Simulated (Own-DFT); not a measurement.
# One trend across several semiconductors

No measurement is shown. These are fixed-geometry runs of a retired plane-wave code named Own-DFT, which no person has reviewed; spin and spin-orbit coupling are neglected.

Limits (not all hold for every row): forces on such cells moved up to 12 meV/angstrom on a denser k mesh; k mesh not checked against a denser one; forces on such cells passed a denser k mesh, each cell not checked; stress not checked against mesh or cutoff.

All runs are PBE with PseudoDojo norm-conserving files; cutoff and k mesh are each material's own. Every cell starts from measured lattice constants and was given uniform random strains and small random moves of its atoms. Each triple is the change of volume in per cent, the rms move u in Å and the pressure in GPa.

- 4H SiC (C36Si36), 10.36 Å³/atom unstrained: (-2.64, 0.047, 11.81); (-1.87, 0.049, 10.25); (-1.49, 0.052, 9.38); (0.41, 0.053, 4.73); (1.14, 0.051, 2.77); (1.25, 0.050, 2.79); (1.57, 0.046, 1.78)
- wurtzite AlN (Al36N36), 10.45 Å³/atom unstrained: (-3.21, 0.053, 14.01); (-3.00, 0.047, 12.38); (-1.03, 0.048, 7.71); (0.29, 0.049, 4.88); (0.64, 0.051, 4.95); (1.65, 0.049, 1.76); (2.28, 0.049, 0.91)
- wurtzite GaN (Ga48N48), 11.42 Å³/atom unstrained: (-3.03, 0.048, 13.65); (-1.22, 0.052, 10.13); (-0.02, 0.050, 7.39); (0.12, 0.049, 7.00); (0.72, 0.053, 5.96); (1.51, 0.048, 4.04); (2.79, 0.051, 2.49)
- diamond silicon (Si64), 20.02 Å³/atom unstrained: (-2.15, 0.049, 4.65); (-1.59, 0.050, 4.22); (-1.18, 0.048, 3.82); (-0.30, 0.049, 2.81); (-0.07, 0.046, 2.96); (1.42, 0.046, 1.24); (2.48, 0.052, 0.62)
- zincblende InP (In32P32), 25.27 Å³/atom unstrained: withheld
- grey tin (Sn64), 34.15 Å³/atom unstrained: (-2.51, 0.048, 5.13); (-1.58, 0.051, 4.49); (-1.45, 0.049, 4.56); (-0.29, 0.050, 3.84); (-0.27, 0.047, 3.76); (-0.10, 0.045, 3.70); (1.05, 0.052, 3.24)

## Analysis

Fit a line to each set against the fractional change of volume; B is minus its slope, and u is nearly the same within a set. To take it to zero pressure, assume that B rises by 4 GPa for each GPa: B0 = B - 4 x (mean pressure). The bond length of an ideal tetrahedral crystal with the unstrained volume v is d = (√3/4)(8 v)^(1/3). Cohen's empirical rule reads B0 = (1971 - 220 L) d^(-3.5) GPa, with L = 0 for group IV crystals and SiC and 1 for III-V compounds.

| material | L | d (Å) | B (GPa) | mean P (GPa) | B0 (GPa) | rule (GPa) |
|---|---|---|---|---|---|---|
| 4H SiC (C36Si36) | 0 | 1.888 | 241 ± 4 | 6.2 | 216 ± 4 | 213 |
| wurtzite AlN (Al36N36) | 1 | 1.893 | 231 ± 11 | 6.7 | 204 ± 11 | 188 |
| wurtzite GaN (Ga48N48) | 1 | 1.950 | 198 ± 8 | 7.2 | 169 ± 8 | 169 |
| diamond silicon (Si64) | 0 | 2.352 | 90 ± 4 | 2.9 | 79 ± 4 | 99 |
| zincblende InP (In32P32) | 1 | 2.541 | ? | ? | ? | 67 |
| grey tin (Sn64) | 0 | 2.810 | 54 ± 3 | 4.1 | 38 ± 3 | 53 |

A line through ln[B0/(1971 - 220 L)] against ln d has a slope of -4.5 ± 0.1 and a scatter of 4 %. Against the rule, B0 stands at 101 % for 4H SiC, 109 % for wurtzite AlN, 100 % for wurtzite GaN, 80 % for diamond silicon, 71 % for grey tin. PBE tends to make silicon and heavier crystals too soft, and the rule itself is only a guide.

## Withheld run

Asked: what B0 does the fitted trend give for zincblende InP (In32P32)?

The line gives 52 GPa. Its own runs give B = 69 ± 2 GPa at a mean pressure of 3.9 GPa, so B0 = 53 GPa.
